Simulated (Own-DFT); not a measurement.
# What a defect does to the pressure of its cell: zincblende GaAs

Source: density functional calculations with Own-DFT, an unreviewed in-house program that is no longer used. Nothing was measured or relaxed, and spin and spin-orbit coupling are left out.

Settings: PBE; PseudoDojo norm-conserving scalar-relativistic files; cutoff 42 hartree; 3 x 3 x 3 k mesh centred on Gamma; Fermi-Dirac smearing of 0.1 eV.

Caveats (not all hold for every row): not probed for a lower state with spin; forces on such cells failed a check on a denser k mesh; forces not confirmed at this smearing and k mesh; forces on such cells passed a denser k mesh, each cell not checked; stress not checked against mesh or cutoff.

All runs share one cell, with vectors in Å (11.307, 0.000, 0.000); (0.000, 11.307, 0.000); (0.000, 0.000, 11.307) and a volume of 1445.4 Å³. u is the rms random offset of the atoms per axis. The defect's site can differ from row to row.

| cell | formula | u (Å) | P (GPa) |
|---|---|---|---|
| no defect | As32Ga32 | 0.0186 | 3.51 |
| no defect | As32Ga32 | 0.0214 | 3.51 |
| no defect | As32Ga32 | 0.0494 | 3.93 |
| one Al on a Ga site | AlAs32Ga31 | 0.0481 | 3.86 |
| one Al on a Ga site | AlAs32Ga31 | 0.0495 | 3.99 |
| one Al on a Ga site | AlAs32Ga31 | 0.0539 | 3.92 |
| two As vacancies | As30Ga32 | 0.0284 | 3.19 |
| two As vacancies | As30Ga32 | 0.0310 | 3.23 |
| two As vacancies | As30Ga32 | 0.0521 | 3.49 |
| one P on an As site | As31Ga32P | 0.0281 | 3.36 |
| one P on an As site | As31Ga32P | 0.0300 | ? |
| one P on an As site | As31Ga32P | 0.0300 | 3.32 |
| one P on an As site | As31Ga32P | 0.0304 | 3.37 |
| two As on a Ga site each | As34Ga30 | 0.0301 | 4.82 |
| two As on a Ga site each | As34Ga30 | 0.0313 | 4.75 |
| two As on a Ga site each | As34Ga30 | 0.0321 | 4.82 |

## What the rows give

P = P0 + c u² + a shift for each defect gives P0 = 3.46 GPa, c = 174 ± 21 GPa/Å² and a scatter of 0.05 GPa. The shifts, and each times the cell's volume:

- two As on a Ga site each: 1.17 ± 0.04 GPa, 10.5 eV (5.3 eV for each of its 2 sites)
- one Al on a Ga site: 0.02 ± 0.05 GPa, 0.2 eV (not resolved)
- one P on an As site: -0.26 ± 0.04 GPa, -2.4 eV
- two As vacancies: -0.42 ± 0.04 GPa, -3.8 eV (-1.9 eV for each of its 2 sites)

Positive is outwards. The product with the volume (160.2 GPa Å³ to the eV) is nearly free of the cell's size; divided by the bulk modulus at the cell's pressure it gives the volume that the defect adds. The atoms around the defects weren't relaxed, which would change these numbers.

## Check

Asked: what pressure belongs in the blank (one P on an As site, u = 0.0300 Å)?

The fitted form gives 3.35 ± 0.06 GPa. The calculation gave 3.37 GPa.
